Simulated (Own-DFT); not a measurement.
# How much smaller does PBEsol make it? L1_0 TiAl, 32 atoms (Al16Ti16)

No measurement is shown. These are fixed-geometry runs of a retired plane-wave code named Own-DFT, which no person has reviewed; spin and spin-orbit coupling are neglected.

Keep in mind: forces on such cells failed a check on a denser k mesh; stress not checked against mesh or cutoff.

Each geometry was run with PBE and with PBEsol, otherwise alike: PseudoDojo norm-conserving scalar-relativistic files made for PBE; cutoff 42 hartree; 4 x 4 x 4 k mesh centred on Gamma; cold (Marzari-Vanderbilt) smearing of 0.2 eV. Unstrained cell vectors in Å: (5.621, 5.622, 0.000); (-5.621, 5.621, 0.000); (0.000, 0.000, 8.133). Each has a uniform strain, of which the change of volume is shown, and random moves of rms u per axis.

```
run,volume change (%),u (Å),P with PBE (GPa),P with PBEsol (GPa)
1,3.27,0.0479,-1.90,-4.60
2,-1.33,0.0583,3.59,0.68
3,-2.70,0.0469,5.27,2.30
4,-0.26,0.0529,2.10,-0.76
5,1.20,0.0592,0.61,-2.18
6,1.28,0.0493,0.49,-2.30
7,4.76,0.0471,-3.38,-6.03
8,4.14,0.0485,-2.73,-5.40
9,-0.68,0.0496,2.66,-0.21
10,2.14,0.0495,-0.75,-3.51
11,-1.47,0.0576,3.93,1.02
12,-1.27,0.0560,3.65,?
```

Question: by how much does PBEsol shrink this cell, and what belongs in the blank?

## Working it out

Write v for the change of volume as a fraction. Fitted to v and u², the PBE pressure has a slope of -116 ± 2 GPa in v, with the ions held to the strained lattice. The difference PBEsol less PBE is -2.85 + 4.3 v GPa (slope ± 0.1) and averages -2.81 GPa. Divided by the mean slope of the two, 114 GPa, that makes PBEsol's volume at a given pressure, near -1 GPa, about 2.5 % smaller, or 0.82 % in lengths. At one volume PBEsol's slope is the smaller by 4 GPa, but its pressure there is lower too. If stiffness rises by about 4 GPa for each GPa, PBEsol at equal pressure is stiffer by about 7 GPa. Files made for PBEsol would give a different shift.

For run 12 the line gives 0.74 GPa. Computed: 0.74 GPa.
